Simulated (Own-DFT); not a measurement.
# Response to strain: wurtzite GaN, 72 atoms (Ga36N36)

No measurement is shown. These are fixed-geometry runs of a retired plane-wave code named Own-DFT, which no person has reviewed; spin and spin-orbit coupling are neglected.

All runs used: PBE; PseudoDojo norm-conserving scalar-relativistic files (stringent for Ga); cutoff 96 hartree; 4 x 4 x 3 k mesh centred on Gamma; Gaussian smearing of 0.01 eV.

Known weak points: forces not confirmed at this smearing and k mesh; stress not checked against mesh or cutoff.

Unstrained cell vectors in Å: (9.567, 0.000, 0.000); (-4.784, 8.285, 0.000); (0.000, 0.000, 10.370). The unstrained cell has measured lattice constants (interpolated for alloys), not those of this functional. That, the random moves and any unrelaxed bonds set the pressure at no strain. The cell is deformed uniformly in each run, and the atoms keep their fractional places. Each coordinate of each atom was shifted by a normal deviate of width 0.05 Å. Strain is the symmetric tensor, in per cent. Stress is positive in tension, and the pressure is minus a third of its trace.

```
run,e_xx (%),e_yy (%),e_zz (%),e_yz (%),e_xz (%),e_xy (%),s_xx (GPa),s_yy (GPa),s_zz (GPa),s_yz (GPa),s_xz (GPa),s_xy (GPa),P (GPa),E (meV/atom)
1,1.40,1.03,-1.98,-0.45,0.28,-1.98,-1.10,-4.22,-15.65,-1.45,0.48,-5.70,6.99,22.5
2,0.77,-0.68,1.31,-1.61,-1.84,-1.80,-4.05,-9.43,-1.33,-2.88,-3.05,-6.09,4.94,12.4
3,-0.18,1.11,1.93,-0.98,1.68,-0.74,-5.81,-1.98,1.96,-1.70,2.96,-2.67,1.94,0.6
4,-0.40,-0.38,0.45,0.21,-0.68,-1.40,-5.81,-9.46,-8.21,1.23,-1.44,-3.69,7.82,10.2
5,-1.80,0.73,-0.14,-1.63,0.18,-0.47,-13.98,-4.84,-9.59,-2.49,-0.59,-3.04,9.47,11.3
6,-1.08,1.67,1.03,1.83,-1.99,0.41,-8.40,-2.22,-1.63,3.31,-3.89,1.38,4.09,7.3
7,1.42,0.32,-0.07,-0.82,0.25,1.67,-1.22,-3.82,-6.89,-0.31,-0.14,4.59,3.98,2.5
8,-0.84,0.57,-0.99,0.81,-0.63,-0.90,-11.79,-5.90,-12.08,1.98,-1.87,-2.51,9.92,18.8
9,0.59,0.34,-1.89,-1.23,-1.48,-0.78,-7.11,-6.65,-14.95,-2.75,-4.40,-4.53,9.57,22.7
10,0.70,0.43,0.66,-1.33,-1.82,-0.18,-2.75,-4.56,-3.69,-1.67,-3.16,0.71,3.67,1.2
11,0.93,-1.91,-1.76,0.69,-1.23,1.53,-7.27,-17.04,-16.27,1.75,-2.28,5.81,13.52,35.8
12,0.74,-0.17,0.51,1.74,-1.19,-0.53,-4.69,-4.70,-5.22,3.14,-3.03,-1.88,4.87,0.0
13,1.74,-1.85,1.50,-1.53,0.04,1.64,-2.21,-12.37,-0.41,-2.98,-0.09,4.98,5.00,18.9
14,-0.59,-1.53,1.09,1.03,1.10,-0.51,-10.14,-15.94,-3.99,2.19,2.99,-0.94,10.02,27.8
15,-1.67,-1.18,1.01,0.61,1.39,-1.33,?,?,?,?,?,?,?,?
```

E is the free energy per atom, counted from the lowest run shown.

## What the rows give

Least squares on the runs shown: each stress against a constant and the strains, taken as fractions with shears doubled. Shear strains stay in the fit of a normal stress only where such slopes are resolved. The slopes, in GPa:

| stress | at no strain | per e_xx | per e_yy | per e_zz | scatter |
|---|---|---|---|---|---|
| s_xx | -7.2 | 387 ± 36 | 114 ± 34 | 82 ± 27 | 1.24 |
| s_yy | -7.6 | 112 ± 39 | 448 ± 37 | 68 ± 29 | 1.36 |
| s_zz | -7.7 | 80 ± 23 | 76 ± 22 | 464 ± 18 | 0.81 |

The slope of each shear stress on twice its own strain, from a fit on all six strains: yz 89 ± 7, xz 96 ± 8, xy 151 ± 14 GPa. These are stiffnesses along x, y and z of the frame in which the cell vectors are given, with the crystal's c axis along z: C11, C12, C13 and C33. Hexagonal symmetry asks that xx and yy behave alike, which is a second check on the noise. These are clamped-ion slopes: internal relaxation, where symmetry allows it, would soften some. Symmetry asks for nearly equal slopes across the diagonal; the mismatch is a measure of noise. A ninth of the table's sum, 203 ± 6 GPa, estimates the bulk modulus near the mean pressure of these runs, 6.8 GPa, so it lies above the value at zero pressure.

## Prediction

Question: what normal stresses and pressure should run 15 give?

From the fit: s_xx = -14.2, s_yy = -14.1, s_zz = -5.3 and P = 11.2 GPa. The calculation gave -15.19, -13.57, -5.61 and P = 11.46 GPa.
